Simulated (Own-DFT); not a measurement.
# Point defects and the pressure they add: C11b WSi2

Source: density functional calculations with Own-DFT, an unreviewed in-house program that is no longer used. Nothing was measured or relaxed, and spin and spin-orbit coupling are left out.

All runs used: PBE; PseudoDojo norm-conserving scalar-relativistic files; cutoff 50 hartree; 5 x 5 x 5 k mesh centred on Gamma; cold (Marzari-Vanderbilt) smearing of 0.2 eV.

Known weak points: forces on such cells failed a check on a denser k mesh; stress not checked against mesh or cutoff.

All runs share one cell, with vectors in Å (-2.148, -5.953, 3.409); (-6.444, 2.976, 1.136); (-2.553, -2.948, -6.757) and a volume of 403.2 Å³. Atoms were moved at random from their sites; u is the rms move along one axis. The defect's site can differ from row to row.

| cell | formula | u (Å) | P (GPa) |
|---|---|---|---|
| no defect | Si20W10 | 0.0177 | 4.40 |
| no defect | Si20W10 | 0.0215 | 4.62 |
| no defect | Si20W10 | 0.0506 | 6.18 |
| one Si vacancy | Si19W10 | 0.0292 | 3.23 |
| one Si vacancy | Si19W10 | 0.0475 | 4.39 |
| one Si vacancy | Si19W10 | 0.0522 | 4.13 |
| one Si on a W site | Si21W9 | 0.0293 | 5.95 |
| one Si on a W site | Si21W9 | 0.0317 | ? |
| one Si on a W site | Si21W9 | 0.0493 | 6.86 |
| one Si on a W site | Si21W9 | 0.0516 | 7.26 |
| one W on a Si site | Si19W11 | 0.0289 | 9.65 |
| one W on a Si site | Si19W11 | 0.0301 | 9.91 |
| one W on a Si site | Si19W11 | 0.0493 | 10.49 |

## Analysis

P = P0 + c u² + a shift for each defect gives P0 = 4.35 GPa, c = 642 ± 74 GPa/Å² and a scatter of 0.22 GPa. The shifts, and each times the cell's volume:

- one W on a Si site: 4.77 ± 0.18 GPa, 12.0 eV
- one Si on a W site: 1.06 ± 0.19 GPa, 2.7 eV
- one Si vacancy: -1.69 ± 0.19 GPa, -4.2 eV

A positive shift means that the defect pushes the cell outwards. Shift times volume (160.2 GPa Å³ is 1 eV) depends little on the cell's size, so, taken for each site, it can be compared between cells at like pressure. The atoms around the defects weren't relaxed, which would change these numbers.

## Test on the hidden row

The question: what pressure belongs in the blank (one Si on a W site, u = 0.0317 Å)?

Estimate: 6.06 ± 0.26 GPa. The calculation gave 6.72 GPa.
